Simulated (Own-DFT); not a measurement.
# Misfit strain and the stress it brings: wurtzite AlGaN with randomly placed atoms, 72 atoms (Al27Ga9N36)

The numbers are computed, not measured, by runs of the plane-wave DFT program Own-DFT (in-house, retired, unreviewed) at fixed positions, with no spin and no spin-orbit coupling.

All runs used: PBE; PseudoDojo norm-conserving scalar-relativistic files (stringent for Ga); cutoff 96 hartree; 4 x 4 x 3 k mesh centred on Gamma; Gaussian smearing of 0.01 eV.

Known weak points: forces on such cells passed a denser k mesh, each cell not checked; stress not checked against mesh or cutoff.

Unstrained cell vectors in Å: (9.394, 0.000, 0.000); (-4.697, 8.135, 0.000); (0.000, 0.000, 10.066). The unstrained cell has measured lattice constants (interpolated for alloys), not those of this functional. That, the random moves and any unrelaxed bonds set the pressure at no strain. Each run strains x and y alike by e, as a substrate would, and holds the height along z. Each atom got a random Gaussian move of width 0.05 Å along each axis. The random placing of the alloy's atoms differs from row to row. Stress is positive in tension.

| e (%) | u (Å) | (s_xx + s_yy)/2 (GPa) | s_zz (GPa) |
|---|---|---|---|
| -2.50 | 0.046 | -21.30 | -11.82 |
| -2.25 | 0.050 | -20.55 | -11.19 |
| -2.00 | 0.050 | -19.13 | -9.68 |
| -0.75 | 0.051 | -10.10 | -8.75 |
| -0.25 | 0.049 | -8.50 | -6.48 |
| 0.25 | 0.043 | ? | ? |
| 0.75 | 0.050 | -2.02 | -5.68 |
| 1.25 | 0.052 | -0.13 | -5.10 |
| 2.25 | 0.050 | 5.57 | -3.82 |
| 3.00 | 0.050 | 8.72 | -2.95 |

## Fit

With e as a fraction, the in-plane stress is -6.5 + 567 e - 1858 e² GPa (errors 10 and 665, scatter 0.57), and s_zz is -7.2 + 158 e GPa (slope ± 11, scatter 0.64). At e = 0 the first slope is C11 + C12 and the second 2 C13, both with the ions held to the strained lattice and at the cell's own pressure. A free layer would change its height as e changes, and the in-plane slope would drop by 2 C13²/C33 to the biaxial modulus. At fixed height, a misfit of 1 % moves the in-plane stress by about 5.7 GPa and s_zz by 1.6 GPa.

## The run left out

Q: what are the two stresses at e = 0.25 %?

The fitted form gives -5.1 and -6.8 GPa. DFT gave -4.07 and -5.56 GPa.
